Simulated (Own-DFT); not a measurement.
# Strain and stress in hcp Hf, 36 atoms (Hf36)

These are calculations, not measurements. The program, named Own-DFT, is a retired in-house plane-wave density functional code that no person has reviewed. Each row is one single-point run on a periodic cell that was not relaxed, without spin or spin-orbit coupling.

Settings of every run: PBE; PseudoDojo norm-conserving scalar-relativistic files; cutoff 42 hartree; 4 x 4 x 4 k mesh centred on Gamma; cold (Marzari-Vanderbilt) smearing of 0.2 eV.

Known limits: hafnium file: forces about 75 meV/angstrom off all-electron values; forces on such cells passed a denser k mesh, each cell not checked; stress not checked against mesh or cutoff.

Unstrained cell vectors in Å: (9.589, 0.000, 0.000); (-4.795, 8.304, 0.000); (0.000, 0.000, 10.102). The unstrained cell has measured lattice constants (interpolated for alloys), not those of this functional. That, the random moves and any unrelaxed bonds set the pressure at no strain. Each run strains this cell uniformly, with the atoms carried along. Every atom was also moved at random, by a Gaussian of width 0.05 Å on each axis. Strain is the symmetric tensor, in per cent. Stress is positive in tension, and the pressure is minus a third of its trace.

```
run  e_xx (%)  e_yy (%)  e_zz (%)  e_yz (%)  e_xz (%)  e_xy (%)  s_xx (GPa)  s_yy (GPa)  s_zz (GPa)  s_yz (GPa)  s_xz (GPa)  s_xy (GPa)  P (GPa)  E (meV/atom)
  1     -0.16      0.60      0.32      0.05     -1.89      0.61       -1.10        0.32       -0.67        0.02       -1.96        0.55     0.48           0.0
  2     -1.13     -0.37      0.03     -1.44      0.98      1.13       -3.55       -2.92       -2.53       -1.41        1.05        1.21     3.00           6.9
  3      1.64      1.99      0.78     -1.35     -1.79      0.40        3.42        3.86        2.15       -1.27       -1.70        0.43    -3.14          11.2
  4      0.91     -0.93      0.97      0.47     -0.27     -0.34        0.38       -1.77        0.23        0.47       -0.24       -0.62     0.39           4.1
  5     -0.99      0.49      0.35      0.16      1.14      0.20       -2.73       -0.78       -1.10        0.14        1.09        0.41     1.54           3.9
  6      1.85      0.94     -1.74      0.90     -1.41     -0.41        1.57        0.51       -3.33        0.98       -1.51       -0.45     0.42           6.7
  7      1.53      0.05     -0.80     -0.71      0.46     -0.92        1.09       -0.65       -2.40       -0.81        0.48       -1.08     0.65           5.5
  8      1.90      0.88      1.56      0.18      0.59     -1.28        3.52        2.75        3.37        0.25        0.59       -1.50    -3.21           2.2
  9      1.56     -1.32      1.21      1.19     -0.38      0.52        1.51       -1.77        1.10        1.23       -0.33        0.49    -0.28           1.5
 10     -0.96     -0.33     -0.93     -1.96     -0.88     -0.62       -3.82       -3.79       -4.75       -1.95       -0.87       -0.89     4.12          22.9
 11     -0.62     -1.02      0.78      1.10      1.72      1.98       -2.46       -3.35       -1.30        0.94        1.61        2.98     2.37          14.5
 12      0.20      0.91     -0.78     -1.61     -0.68      1.15       -0.94       -0.10       -2.61       -1.65       -0.60        1.27     1.22          13.1
 13      1.19     -1.88     -1.36      0.22     -0.39      1.11       -1.42       -5.27       -5.07        0.23       -0.44        1.76     3.92          15.6
 14     -0.42      0.84      1.29      0.27      1.73      0.80       -0.50        0.63        1.26        0.25        1.60        1.05    -0.46           5.0
 15     -0.48     -1.53      0.54     -0.59     -1.02     -1.23       -3.20       -4.78       -2.11       -0.67       -0.89       -1.67     3.36          27.2
 16     -0.81      1.49      0.14     -1.08      0.31      1.60           ?           ?           ?           ?           ?           ?        ?             ?
```

E is the free energy for each atom above the lowest run shown.

## Worked fit

Each stress component was fitted by least squares to a constant and the strains of the runs shown, as fractions, with shears doubled. Shear strains stay in the fit of a normal stress only where such slopes are resolved. The slopes, in GPa:

| stress | at no strain | per e_xx | per e_yy | per e_zz | scatter |
|---|---|---|---|---|---|
| s_xx | -1.3 | 181 ± 4 | 67 ± 4 | 65 ± 4 | 0.17 |
| s_yy | -1.5 | 76 ± 6 | 194 ± 6 | 73 ± 7 | 0.27 |
| s_zz | -1.7 | 66 ± 4 | 69 ± 4 | 208 ± 4 | 0.15 |

Each shear stress against twice its own strain: yz 50 ± 1, xz 49 ± 1, xy 64 ± 3 GPa. These are stiffnesses along x, y and z of the frame in which the cell vectors are given, which need not be the crystal's axes. The atoms are held to the strained lattice; where symmetry lets them move under strain, relaxing them would lower some slopes. The table should be nearly symmetric about its diagonal, and what it lacks of that shows the noise. A ninth of its sum, 111 ± 2 GPa, estimates the bulk modulus near the mean pressure of these runs, 1.0 GPa.

## Withheld run

Question: what normal stresses and pressure should run 16 give?

The fit gives s_xx = -1.7, s_yy = 0.9, s_zz = -1.0 and P = 0.6 GPa. The calculation gave -1.83, 0.90, -0.81 and P = 0.58 GPa.
